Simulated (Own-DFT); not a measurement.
# Computed records: Si$_{3}$N$_{4}$ (beta silicon nitride, atoms displaced)

All values are calculated (Own-DFT development build). A calculation, not a measurement: plane-wave PBE density functional theory by an unreviewed code, no spin, of a simulated periodic cell, stress positive in tension, free energy of the whole cell less one offset for each atom, forces on such cells passed a denser k mesh, this cell's mesh not checked; offsets are fitted by least squares, one for each functional and potential file, so energies compare only between cells with the same atoms and settings and are not formation energies; the far tail of each file's local potential was reset to the Coulomb form; each entry is a single point on an unrelaxed cell, so the pressure reflects the starting lattice, mostly measured values (interpolated for alloys), from which strain is counted, and rises with the displacements; printed positions are rounded, which can move forces by about a meV/angstrom; the program, named Own-DFT, is a retired in-house code; no spin-orbit coupling.

Settings shared by all entries: functional PBE; potential files PseudoDojo norm-conserving, scalar-relativistic, standard set; wave cutoff 42 hartree; occupations Fermi-Dirac; smearing width 0.1 eV; k mesh 3 x 3 x 3 centred on Gamma.

(1) Si$_{3}$N$_{4}$ (beta silicon nitride, atoms displaced)

```cif
# cell vector a (Å): 7.6060 0.0000 0.0000
# cell vector b (Å): -3.8030 6.5870 0.0000
# cell vector c (Å): 0.0000 0.0000 8.7270
data_Si3N4
_symmetry_space_group_name_H-M 'P 1'
_symmetry_Int_Tables_number 1
_cell_length_a 7.6060
_cell_length_b 7.6060
_cell_length_c 8.7270
_cell_angle_alpha 90.000
_cell_angle_beta 90.000
_cell_angle_gamma 120.000
_cell_volume 437.23
loop_
_atom_site_label
_atom_site_type_symbol
_atom_site_fract_x
_atom_site_fract_y
_atom_site_fract_z
_atom_site_occupancy
Si1 Si 0.17460 0.76684 0.08467 1
Si2 Si 0.23103 0.40295 0.08182 1
Si3 Si 0.59074 0.81756 0.08208 1
Si4 Si 0.82891 0.22997 0.25188 1
Si5 Si 0.77003 0.59513 0.25185 1
Si6 Si 0.40578 0.17753 0.24775 1
N1 N 0.32994 0.02922 0.08038 1
N2 N 0.97135 0.30219 0.08161 1
N3 N 0.69301 0.65635 0.08484 1
N4 N 0.66736 0.96665 0.25230 1
N5 N 0.03475 0.70074 0.25075 1
N6 N 0.29794 0.33422 0.24569 1
N7 N 0.33396 0.66827 0.08168 1
N8 N 0.66870 0.33296 0.25162 1
Si7 Si 0.17978 0.76757 0.41579 1
Si8 Si 0.23351 0.40917 0.41389 1
Si9 Si 0.59476 0.82300 0.41602 1
Si10 Si 0.82893 0.23388 0.58403 1
Si11 Si 0.76640 0.59129 0.58440 1
Si12 Si 0.40620 0.17327 0.58242 1
N9 N 0.32924 0.02851 0.41598 1
N10 N 0.96864 0.30167 0.41058 1
N11 N 0.69870 0.66408 0.41704 1
N12 N 0.66669 0.96525 0.58686 1
N13 N 0.03471 0.70162 0.58411 1
N14 N 0.30440 0.32833 0.58210 1
N15 N 0.33433 0.66631 0.41918 1
N16 N 0.66971 0.33124 0.58421 1
Si13 Si 0.17167 0.76917 0.74768 1
Si14 Si 0.23040 0.40472 0.75467 1
Si15 Si 0.60202 0.83414 0.75491 1
Si16 Si 0.82367 0.22965 0.91641 1
Si17 Si 0.76786 0.59636 0.91439 1
Si18 Si 0.40456 0.17196 0.91686 1
N17 N 0.32605 0.02661 0.75036 1
N18 N 0.97202 0.30000 0.74977 1
N19 N 0.69756 0.66649 0.74848 1
N20 N 0.66348 0.96624 0.92198 1
N21 N 0.03296 0.69995 0.91640 1
N22 N 0.29966 0.33070 0.91492 1
N23 N 0.32974 0.66226 0.75068 1
N24 N 0.66337 0.32871 0.91854 1
```

Results for Si$_{3}$N$_{4}$ (beta silicon nitride, atoms displaced): free energy of cell above offsets -7.395 eV; pressure 5.53 GPa; stress xx -5.1 GPa; stress yy -4.81 GPa; stress zz -6.7 GPa; stress yz 0.27 GPa; stress xz -1.38 GPa; stress xy 0.5 GPa.

Force:
| element | x (eV/Å) | y (eV/Å) | z (eV/Å) |
| --- | --- | --- | --- |
| Si | -0.006 | 0.235 | -0.685 |
| Si | -0.686 | 1.085 | -0.709 |
| Si | 0.101 | 0.438 | 1.416 |
| Si | -1.36 | -0.347 | -1.723 |
| Si | 0.944 | -0.841 | -0.212 |
| Si | 0.496 | -0.424 | 0.221 |
| N | -0.252 | 0.104 | 0.982 |
| N | -0.287 | -0.521 | 0.207 |
| N | -0.594 | 1.139 | -0.431 |
| N | 0.406 | -0.016 | -0.869 |
| N | -0.766 | -0.249 | 0.041 |
| N | 1.101 | -0.776 | 0.938 |
| N | 0.095 | -1.101 | 0.202 |
| N | -0.213 | -0.076 | -0.045 |
| Si | -0.961 | 0.252 | 0.466 |
| Si | 0.208 | -0.774 | 0.894 |
| Si | -0.014 | 0.095 | 0.881 |
| Si | 0.128 | -0.774 | -0.616 |
| Si | 0.927 | 0.021 | -0.328 |
| Si | 0.442 | -0.424 | 0.231 |
| N | 0.038 | 0.598 | -0.469 |
| N | 1.206 | 0.322 | 2.274 |
| N | -0.469 | 0.568 | 0.175 |
| N | 0.432 | 1.34 | -0.899 |
| N | -1.296 | -0.671 | -1.046 |
| N | -1.449 | 0.736 | 0.038 |
| N | 0.532 | -0.037 | -0.249 |
| N | -0.608 | 0.133 | 0.089 |
| Si | 1.348 | -0.564 | 0.928 |
| Si | 0.609 | 0.577 | -1.939 |
| Si | -1.412 | -2.49 | -0.867 |
| Si | -0.023 | 0.414 | 0.325 |
| Si | 1.148 | -1.205 | 0.53 |
| Si | -0.116 | 0.058 | -0.581 |
| N | 0.166 | 1.011 | -0.249 |
| N | -0.642 | -0.662 | 0.263 |
| N | -0.236 | 0.611 | 0.51 |
| N | 0.697 | 0.938 | -0.452 |
| N | -1.129 | -0.303 | 0.168 |
| N | 0.71 | -0.61 | 0.868 |
| N | 0.619 | 1.3 | 0.078 |
| N | 0.166 | 0.891 | -0.358 |

(2) Si$_{3}$N$_{4}$ (beta silicon nitride, atoms displaced)

```cif
# cell vector a (Å): 7.6060 0.0000 0.0000
# cell vector b (Å): -3.8030 6.5870 0.0000
# cell vector c (Å): 0.0000 0.0000 8.7270
data_Si3N4
_symmetry_space_group_name_H-M 'P 1'
_symmetry_Int_Tables_number 1
_cell_length_a 7.6060
_cell_length_b 7.6060
_cell_length_c 8.7270
_cell_angle_alpha 90.000
_cell_angle_beta 90.000
_cell_angle_gamma 120.000
_cell_volume 437.23
loop_
_atom_site_label
_atom_site_type_symbol
_atom_site_fract_x
_atom_site_fract_y
_atom_site_fract_z
_atom_site_occupancy
Si1 Si 0.17204 0.76874 0.08210 1
Si2 Si 0.22544 0.40120 0.08154 1
Si3 Si 0.59428 0.82514 0.08333 1
Si4 Si 0.82429 0.23115 0.25387 1
Si5 Si 0.77070 0.59675 0.24850 1
Si6 Si 0.40129 0.17240 0.24509 1
N1 N 0.33827 0.03543 0.08023 1
N2 N 0.97071 0.30105 0.08437 1
N3 N 0.69606 0.66804 0.08240 1
N4 N 0.66839 0.96762 0.25107 1
N5 N 0.03457 0.70032 0.24964 1
N6 N 0.30256 0.33055 0.25001 1
N7 N 0.33585 0.66791 0.08730 1
N8 N 0.66582 0.33423 0.24952 1
Si7 Si 0.17184 0.76986 0.41733 1
Si8 Si 0.22660 0.39851 0.41377 1
Si9 Si 0.59764 0.82950 0.42014 1
Si10 Si 0.82997 0.23076 0.58515 1
Si11 Si 0.77545 0.60181 0.58498 1
Si12 Si 0.39893 0.17091 0.58497 1
N9 N 0.33741 0.03596 0.42021 1
N10 N 0.96862 0.30437 0.41898 1
N11 N 0.70045 0.66750 0.41839 1
N12 N 0.66891 0.96911 0.58348 1
N13 N 0.03147 0.69523 0.58679 1
N14 N 0.30304 0.33077 0.58151 1
N15 N 0.32707 0.66681 0.41517 1
N16 N 0.66440 0.33124 0.58235 1
Si13 Si 0.16837 0.76687 0.75231 1
Si14 Si 0.22758 0.40213 0.74958 1
Si15 Si 0.59551 0.82347 0.75070 1
Si16 Si 0.82624 0.23123 0.91627 1
Si17 Si 0.76947 0.59792 0.91383 1
Si18 Si 0.40387 0.17658 0.91607 1
N17 N 0.33984 0.03593 0.74839 1
N18 N 0.97105 0.30389 0.75226 1
N19 N 0.70484 0.66929 0.75237 1
N20 N 0.66216 0.97331 0.91508 1
N21 N 0.03607 0.70228 0.91642 1
N22 N 0.30460 0.33322 0.91810 1
N23 N 0.33260 0.66894 0.75482 1
N24 N 0.66783 0.33337 0.91475 1
```

It finds free energy of cell above offsets -7.054 eV; pressure 5.51 GPa; stress xx -6.05 GPa; stress yy -2.42 GPa; stress zz -8.07 GPa; stress yz -0.24 GPa; stress xz -0.17 GPa; stress xy 0.11 GPa.

Force:
| element | x (eV/Å) | y (eV/Å) | z (eV/Å) |
| --- | --- | --- | --- |
| Si | 1.925 | 0.508 | 0.512 |
| Si | 1.012 | 1.587 | 0.77 |
| Si | -0.715 | 0.372 | -0.078 |
| Si | -0.685 | -0.005 | -0.754 |
| Si | -0.107 | -0.748 | 0.396 |
| Si | 1.372 | 0.599 | 1.65 |
| N | -0.712 | -1.615 | 0.185 |
| N | -0.756 | -0.642 | 0.06 |
| N | 0.805 | 0.193 | -0.254 |
| N | 0.38 | 0.666 | 0.022 |
| N | -1.323 | -0.017 | -0.162 |
| N | -0.887 | -0.097 | -0.681 |
| N | -0.812 | -0.645 | -0.364 |
| N | 0.145 | 0.005 | -0.179 |
| Si | 1.143 | 0.578 | 0.288 |
| Si | 0.231 | 1.97 | 0.627 |
| Si | -1.051 | -1.671 | -1.013 |
| Si | -2.246 | 0.405 | 0.094 |
| Si | -0.245 | -2.678 | -0.555 |
| Si | 1.941 | 1.55 | -0.466 |
| N | -0.789 | -1.615 | -1.612 |
| N | 0.486 | -0.447 | -0.34 |
| N | -0.295 | 0.863 | -0.273 |
| N | 0.625 | 0.225 | 0.82 |
| N | -0.386 | 0.533 | -0.626 |
| N | -1.432 | 0.346 | 0.468 |
| N | 1.646 | -0.445 | 0.294 |
| N | 0.581 | 0.766 | 0.229 |
| Si | 2.359 | 1.361 | -0.665 |
| Si | 0.887 | 1.418 | -0.069 |
| Si | -1.064 | 0.183 | 0.124 |
| Si | -0.921 | 0.274 | 0.537 |
| Si | 0.976 | -1.517 | 1.658 |
| Si | 1.635 | 0.231 | -0.597 |
| N | -1.052 | -1.901 | 1.046 |
| N | 0.19 | -0.481 | -0.288 |
| N | -1.193 | 1.15 | -0.928 |
| N | 0.913 | -0.764 | 0.376 |
| N | -1.929 | -0.563 | 0.554 |
| N | -0.967 | 0.058 | -0.63 |
| N | 0.485 | -0.829 | -0.342 |
| N | -0.168 | 0.836 | 0.17 |

(3) Si$_{3}$N$_{4}$ (beta silicon nitride, atoms displaced)

```cif
# cell vector a (Å): 7.6060 0.0000 0.0000
# cell vector b (Å): -3.8030 6.5870 0.0000
# cell vector c (Å): 0.0000 0.0000 8.7270
data_Si3N4
_symmetry_space_group_name_H-M 'P 1'
_symmetry_Int_Tables_number 1
_cell_length_a 7.6060
_cell_length_b 7.6060
_cell_length_c 8.7270
_cell_angle_alpha 90.000
_cell_angle_beta 90.000
_cell_angle_gamma 120.000
_cell_volume 437.23
loop_
_atom_site_label
_atom_site_type_symbol
_atom_site_fract_x
_atom_site_fract_y
_atom_site_fract_z
_atom_site_occupancy
Si1 Si 0.17511 0.76841 0.08234 1
Si2 Si 0.23402 0.40381 0.08168 1
Si3 Si 0.60448 0.83212 0.08245 1
Si4 Si 0.82376 0.22994 0.25009 1
Si5 Si 0.77201 0.60143 0.24994 1
Si6 Si 0.40358 0.17774 0.25143 1
N1 N 0.33163 0.02721 0.08271 1
N2 N 0.96805 0.29406 0.08180 1
N3 N 0.69384 0.66502 0.08650 1
N4 N 0.66357 0.96791 0.24895 1
N5 N 0.03114 0.69640 0.24978 1
N6 N 0.30027 0.33108 0.25296 1
N7 N 0.33418 0.66791 0.08391 1
N8 N 0.66843 0.33150 0.25117 1
Si7 Si 0.16805 0.76826 0.41589 1
Si8 Si 0.22673 0.40272 0.41274 1
Si9 Si 0.60075 0.82488 0.41437 1
Si10 Si 0.82634 0.23319 0.58115 1
Si11 Si 0.76955 0.59479 0.58133 1
Si12 Si 0.40384 0.17103 0.58735 1
N9 N 0.32968 0.02639 0.41493 1
N10 N 0.96868 0.30128 0.41586 1
N11 N 0.69076 0.66349 0.41662 1
N12 N 0.67129 0.97208 0.58505 1
N13 N 0.03199 0.69851 0.58466 1
N14 N 0.30044 0.33000 0.58498 1
N15 N 0.33493 0.66315 0.41648 1
N16 N 0.66542 0.33396 0.58196 1
Si13 Si 0.17176 0.76268 0.75431 1
Si14 Si 0.23032 0.40214 0.75048 1
Si15 Si 0.59789 0.82919 0.74886 1
Si16 Si 0.82814 0.22635 0.91541 1
Si17 Si 0.76910 0.59971 0.91786 1
Si18 Si 0.40287 0.17213 0.91508 1
N17 N 0.33562 0.03348 0.74831 1
N18 N 0.96942 0.30367 0.74820 1
N19 N 0.69629 0.66352 0.74747 1
N20 N 0.66937 0.96627 0.91107 1
N21 N 0.02636 0.69806 0.91621 1
N22 N 0.29897 0.33187 0.91903 1
N23 N 0.33373 0.66877 0.75431 1
N24 N 0.66512 0.33492 0.91537 1
```

The calculation gives: free energy of cell above offsets -7.175 eV; pressure 5.4 GPa; stress xx -4.86 GPa; stress yy -4.08 GPa; stress zz -7.25 GPa; stress yz -0.06 GPa; stress xz 0.68 GPa; stress xy 0.82 GPa.

Force:
| element | x (eV/Å) | y (eV/Å) | z (eV/Å) |
| --- | --- | --- | --- |
| Si | 0.554 | -0.362 | 0.17 |
| Si | -1.127 | 1.158 | 1.067 |
| Si | -2.118 | -1.29 | -0.254 |
| Si | -0.052 | 0.194 | -0.362 |
| Si | 0.459 | -2.157 | 0.416 |
| Si | 1.511 | -0.863 | -0.251 |
| N | -0.493 | 0.875 | 0.116 |
| N | 0.517 | 0.073 | 0.467 |
| N | 0.35 | 0.608 | -0.706 |
| N | 0.83 | 0.676 | 0.2 |
| N | -0.849 | 0.134 | -0.408 |
| N | -0.087 | -0.287 | -1.333 |
| N | 0.669 | -0.189 | -0.159 |
| N | -1.14 | 1.052 | -0.115 |
| Si | 2.521 | -0.332 | 0.449 |
| Si | 0.552 | 1.019 | 1.879 |
| Si | -2.655 | 0.125 | 0.92 |
| Si | -0.679 | 0.166 | 0.451 |
| Si | 0.064 | -0.76 | 0.511 |
| Si | 0.213 | 0.881 | -1.973 |
| N | -0.392 | 0.819 | 0.618 |
| N | 0.009 | -0.372 | -0.315 |
| N | 1.693 | -0.014 | -0.247 |
| N | 0.343 | -0.239 | -1.15 |
| N | -0.749 | -0.026 | -0.073 |
| N | -0.279 | -0.323 | -0.646 |
| N | -0.86 | 0.786 | 0.019 |
| N | 0.316 | -0.194 | -0.103 |
| Si | 0.403 | 0.995 | -1.074 |
| Si | -0.236 | 1.243 | -0.258 |
| Si | -0.483 | -1.761 | -0.822 |
| Si | -1.704 | 1.162 | -0.267 |
| Si | -0.113 | -1.823 | -0.577 |
| Si | 0.779 | 0.736 | 0.574 |
| N | -0.502 | -1.99 | 1.221 |
| N | 0.382 | -0.19 | 0.191 |
| N | -0.494 | 0.96 | 0.453 |
| N | 0.49 | 0.83 | 1.53 |
| N | 0.243 | 0.513 | 0.719 |
| N | 0.757 | -0.87 | -0.921 |
| N | 0.643 | -0.627 | -0.187 |
| N | 0.715 | -0.336 | 0.23 |

(4) Si$_{3}$N$_{4}$ (beta silicon nitride, atoms displaced)

```cif
# cell vector a (Å): 7.6060 0.0000 0.0000
# cell vector b (Å): -3.8030 6.5870 0.0000
# cell vector c (Å): 0.0000 0.0000 8.7270
data_Si3N4
_symmetry_space_group_name_H-M 'P 1'
_symmetry_Int_Tables_number 1
_cell_length_a 7.6060
_cell_length_b 7.6060
_cell_length_c 8.7270
_cell_angle_alpha 90.000
_cell_angle_beta 90.000
_cell_angle_gamma 120.000
_cell_volume 437.23
loop_
_atom_site_label
_atom_site_type_symbol
_atom_site_fract_x
_atom_site_fract_y
_atom_site_fract_z
_atom_site_occupancy
Si1 Si 0.17481 0.77352 0.08366 1
Si2 Si 0.23217 0.39921 0.08281 1
Si3 Si 0.59220 0.82174 0.08617 1
Si4 Si 0.83005 0.23071 0.24946 1
Si5 Si 0.76604 0.59403 0.25176 1
Si6 Si 0.39456 0.17184 0.25003 1
N1 N 0.33262 0.03047 0.08479 1
N2 N 0.96870 0.29648 0.08347 1
N3 N 0.69734 0.66707 0.08130 1
N4 N 0.67256 0.97239 0.24716 1
N5 N 0.03426 0.69921 0.25548 1
N6 N 0.31131 0.33753 0.24867 1
N7 N 0.33394 0.66296 0.08188 1
N8 N 0.67012 0.33279 0.24862 1
Si7 Si 0.16983 0.77044 0.41851 1
Si8 Si 0.23279 0.40600 0.41657 1
Si9 Si 0.59364 0.82391 0.41712 1
Si10 Si 0.82878 0.23461 0.58358 1
Si11 Si 0.76248 0.58587 0.58201 1
Si12 Si 0.40555 0.17112 0.58689 1
N9 N 0.32926 0.02862 0.41971 1
N10 N 0.97010 0.30059 0.41062 1
N11 N 0.69858 0.66865 0.41919 1
N12 N 0.66129 0.96689 0.58470 1
N13 N 0.02736 0.69787 0.58193 1
N14 N 0.29775 0.33064 0.58649 1
N15 N 0.33219 0.66577 0.41644 1
N16 N 0.66651 0.33483 0.57966 1
Si13 Si 0.17633 0.76836 0.75260 1
Si14 Si 0.22955 0.40146 0.74794 1
Si15 Si 0.59933 0.83024 0.75154 1
Si16 Si 0.83680 0.23903 0.91483 1
Si17 Si 0.77001 0.59583 0.91687 1
Si18 Si 0.40849 0.17491 0.92067 1
N17 N 0.33563 0.03218 0.74776 1
N18 N 0.96382 0.29866 0.75038 1
N19 N 0.69964 0.66725 0.74716 1
N20 N 0.66973 0.97536 0.91539 1
N21 N 0.02742 0.69592 0.91607 1
N22 N 0.30679 0.33346 0.91649 1
N23 N 0.33071 0.66703 0.74815 1
N24 N 0.67238 0.33361 0.91273 1
```

Results for Si$_{3}$N$_{4}$ (beta silicon nitride, atoms displaced): free energy of cell above offsets -7.054 eV; pressure 5.49 GPa; stress xx -4.33 GPa; stress yy -5.06 GPa; stress zz -7.09 GPa; stress yz -0.54 GPa; stress xz 0.37 GPa; stress xy 0.81 GPa.

Force:
| element | x (eV/Å) | y (eV/Å) | z (eV/Å) |
| --- | --- | --- | --- |
| Si | 0.833 | -1.871 | 0.392 |
| Si | -0.926 | 1.451 | -0.184 |
| Si | -0.298 | 0.963 | -1.35 |
| Si | -1.718 | 0.051 | -0.698 |
| Si | 0.842 | -0.619 | -0.333 |
| Si | 3.385 | 0.188 | 1.009 |
| N | -0.509 | 0.034 | -0.147 |
| N | 1.494 | 0.527 | -0.208 |
| N | 0.448 | 0.15 | 0.757 |
| N | 0.125 | -1.087 | 1.028 |
| N | -1.46 | -0.06 | -1.928 |
| N | -1.366 | 0.086 | 0.544 |
| N | -0.992 | 0.163 | 0.09 |
| N | -1.166 | -0.369 | 0.048 |
| Si | 1.612 | -0.518 | 0.613 |
| Si | -0.225 | 0.619 | 0.046 |
| Si | -0.687 | 0.41 | -0.17 |
| Si | -0.955 | -0.93 | -1.106 |
| Si | 0.381 | 1.62 | 0.429 |
| Si | -0.034 | 0.917 | -1.136 |
| N | -0.382 | 0.755 | -0.567 |
| N | 0.886 | -0.032 | 1.937 |
| N | -0.114 | 0.095 | -0.706 |
| N | 0.666 | 1.4 | -0.674 |
| N | -0.082 | -0.015 | 1.082 |
| N | 0.855 | -0.845 | -1.276 |
| N | -0.146 | 0.197 | -0.061 |
| N | 0.314 | -1.481 | 0.14 |
| Si | -0.564 | -0.014 | -1.194 |
| Si | -0.575 | 1.501 | 1.09 |
| Si | -0.735 | -1.103 | 0.043 |
| Si | -2.07 | -1.517 | 1.231 |
| Si | -0.502 | -0.924 | -0.713 |
| Si | 1.155 | 0.366 | -1.461 |
| N | -0.465 | -0.754 | 1.906 |
| N | 2.256 | 0.862 | -1.055 |
| N | -0.323 | 0.371 | 0.707 |
| N | 0.424 | -0.644 | 0.852 |
| N | 0.702 | 0.875 | 0.633 |
| N | -0.398 | -0.501 | -0.277 |
| N | 1.177 | -0.598 | 0.301 |
| N | -0.86 | 0.286 | 0.363 |

(5) Si$_{3}$N$_{4}$ (beta silicon nitride, atoms displaced)

```cif
# cell vector a (Å): 7.6060 0.0000 0.0000
# cell vector b (Å): -3.8030 6.5870 0.0000
# cell vector c (Å): 0.0000 0.0000 8.7270
data_Si3N4
_symmetry_space_group_name_H-M 'P 1'
_symmetry_Int_Tables_number 1
_cell_length_a 7.6060
_cell_length_b 7.6060
_cell_length_c 8.7270
_cell_angle_alpha 90.000
_cell_angle_beta 90.000
_cell_angle_gamma 120.000
_cell_volume 437.23
loop_
_atom_site_label
_atom_site_type_symbol
_atom_site_fract_x
_atom_site_fract_y
_atom_site_fract_z
_atom_site_occupancy
Si1 Si 0.17717 0.77059 0.08203 1
Si2 Si 0.23217 0.40528 0.08115 1
Si3 Si 0.59590 0.82892 0.08301 1
Si4 Si 0.82996 0.23262 0.25266 1
Si5 Si 0.76325 0.58960 0.24892 1
Si6 Si 0.40512 0.17440 0.24902 1
N1 N 0.33677 0.03543 0.08389 1
N2 N 0.96754 0.29806 0.08061 1
N3 N 0.70146 0.66804 0.08468 1
N4 N 0.66146 0.96457 0.25030 1
N5 N 0.03273 0.70014 0.24669 1
N6 N 0.30248 0.33593 0.25433 1
N7 N 0.33572 0.66516 0.08319 1
N8 N 0.66354 0.32915 0.25225 1
Si7 Si 0.16881 0.77047 0.41713 1
Si8 Si 0.23346 0.40043 0.42250 1
Si9 Si 0.59938 0.82473 0.41561 1
Si10 Si 0.82736 0.23185 0.58382 1
Si11 Si 0.76953 0.59394 0.58196 1
Si12 Si 0.40013 0.17607 0.58206 1
N9 N 0.32589 0.02903 0.42175 1
N10 N 0.97041 0.30707 0.41647 1
N11 N 0.70058 0.66932 0.41565 1
N12 N 0.66761 0.96772 0.58626 1
N13 N 0.03122 0.69926 0.58301 1
N14 N 0.30116 0.33171 0.58225 1
N15 N 0.33513 0.67377 0.42090 1
N16 N 0.66582 0.32983 0.58486 1
Si13 Si 0.17516 0.77404 0.74666 1
Si14 Si 0.22580 0.40408 0.75054 1
Si15 Si 0.59642 0.83053 0.74915 1
Si16 Si 0.82522 0.23082 0.92104 1
Si17 Si 0.76797 0.59297 0.91692 1
Si18 Si 0.40680 0.17691 0.91823 1
N17 N 0.33288 0.03133 0.74832 1
N18 N 0.96879 0.29856 0.74911 1
N19 N 0.69872 0.66798 0.74911 1
N20 N 0.66484 0.97175 0.91519 1
N21 N 0.02904 0.69853 0.91796 1
N22 N 0.30012 0.33420 0.91714 1
N23 N 0.33307 0.66432 0.75057 1
N24 N 0.66575 0.32771 0.91634 1
```

The calculation gives: free energy of cell above offsets -7.278 eV; pressure 5.52 GPa; stress xx -4.65 GPa; stress yy -4.48 GPa; stress zz -7.44 GPa; stress yz -0.21 GPa; stress xz -0.77 GPa; stress xy -0.11 GPa.

Force:
| element | x (eV/Å) | y (eV/Å) | z (eV/Å) |
| --- | --- | --- | --- |
| Si | 0.413 | -0.265 | 0.059 |
| Si | -0.417 | 0.571 | 1.283 |
| Si | -0.022 | -1.045 | -0.331 |
| Si | -1.095 | -0.598 | -0.762 |
| Si | 1.17 | 0.156 | 0.163 |
| Si | -0.191 | -0.098 | 1.349 |
| N | -0.471 | -1.033 | -0.234 |
| N | 0.93 | 0.234 | 1.496 |
| N | -0.799 | 0.526 | -0.622 |
| N | 0.804 | 1.791 | -0.021 |
| N | -1.059 | -0.303 | 0.542 |
| N | 0.433 | -0.818 | -1.14 |
| N | -0.566 | 0.452 | -0.107 |
| N | 0.63 | 0.439 | -0.085 |
| Si | 1.759 | -0.492 | -0.558 |
| Si | -1.85 | 2.872 | -1.703 |
| Si | -1.966 | -0.173 | 0.902 |
| Si | -0.851 | -0.451 | -0.063 |
| Si | -0.059 | -0.675 | 0.571 |
| Si | 1.922 | -0.27 | 0.604 |
| N | -0.308 | 0.671 | -1.582 |
| N | 0.79 | -0.392 | 0.565 |
| N | 0.578 | -0.223 | 0.078 |
| N | 0.635 | 0.996 | -1.44 |
| N | -0.954 | -0.194 | 0.071 |
| N | -0.214 | -0.177 | 1.705 |
| N | 0.397 | -1.48 | -0.154 |
| N | -0.609 | 0.629 | -0.202 |
| Si | 0.89 | -1.158 | 1.046 |
| Si | 0.679 | 0.945 | -0.093 |
| Si | -0.352 | -1.666 | 0.474 |
| Si | -0.277 | -0.1 | -1.775 |
| Si | 0.04 | -0.421 | -0.272 |
| Si | 0.037 | -0.208 | -0.862 |
| N | -0.53 | 0.587 | 0.614 |
| N | -0.199 | -0.271 | 0.716 |
| N | 0.039 | 0.251 | 0.202 |
| N | 0.515 | -0.291 | 0.607 |
| N | 0.355 | 0.487 | -0.706 |
| N | 0.828 | -0.906 | -0.478 |
| N | -0.541 | 0.7 | 0.008 |
| N | -0.513 | 1.402 | 0.136 |
